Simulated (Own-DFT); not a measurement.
# What a change of functional does to the pressure

These are calculations, not measurements. They come from Own-DFT, an in-house plane-wave density functional program, since retired, whose code no person has reviewed. Each row is one single-point run on a periodic cell that was not relaxed, without spin or spin-orbit coupling.

Known limits, some of them of some rows only: not probed for a lower state with spin; forces on such cells failed a check on a denser k mesh; forces on such cells moved up to 12 meV/angstrom on a denser k mesh; forces on such cells passed a denser k mesh, each cell not checked; stress not checked against mesh or cutoff.

Each cell was run twice at the same cutoff, k mesh and smearing, with PBE and with PBEsol, on PseudoDojo norm-conserving files made for PBE. Atoms were moved at random from their sites; u is the rms move along one axis. Files made for PBEsol would give a somewhat different change.

```
                                                        cell  atoms  volume (Å³/atom)  u (Å)  cutoff (hartree)  P with PBE (GPa)  P with PBEsol (GPa)  change (GPa)
                                        C40 NbSi2 (Nb12Si24)     36             14.64  0.054                42              2.84                -0.81         -3.65
                                        C40 NbSi2 (Nb12Si24)     36             14.16  0.050                42             10.05                 6.24         -3.81
                                        C40 NbSi2 (Nb12Si24)     36             14.64  0.148                42             11.74                 8.07         -3.67
                                        C49 TiSi2 (Si40Ti20)     60             14.20  0.047                42              2.85                -0.47         -3.32
                                        C49 TiSi2 (Si40Ti20)     60             14.18  0.047                42              2.96                -0.37         -3.32
                                        C49 TiSi2 (Si40Ti20)     60             14.36  0.048                42              1.09                -2.18         -3.27
               diamond-structure SiGe in clusters (Ge16Si48)     64             20.66  0.056                42              2.94                 1.15         -1.79
               diamond-structure SiGe in clusters (Ge16Si48)     64             20.66  0.031                42              2.47                 0.68         -1.79
               diamond-structure SiGe in clusters (Ge16Si48)     64             20.66  0.030                42              2.49                    ?             ?
diamond-structure SiGe with randomly placed atoms (Ge32Si32)     64             21.31  0.060                42              3.37                 1.08         -2.30
diamond-structure SiGe with randomly placed atoms (Ge32Si32)     64             21.31  0.063                42              3.50                 1.20         -2.30
diamond-structure SiGe with randomly placed atoms (Ge32Si32)     64             21.31  0.028                42              2.79                 0.51         -2.29
```

## Worked reading

Mean change of pressure by composition, in GPa: NbSi2, -3.71; Si2Ti, -3.30; GeSi, -2.30; GeSi3, -1.79. At a fixed cell PBEsol gives the lower pressure, because it favours a smaller volume than PBE. Here the change varies more between materials than between cells of one material.

## Withheld value

Question: what PBEsol pressure should the Ge16Si48 cell with the blank give?

Adding the mean change of the cells with its composition, -1.79 GPa, to 2.49 gives 0.7 GPa. The calculation gave 0.70 GPa.
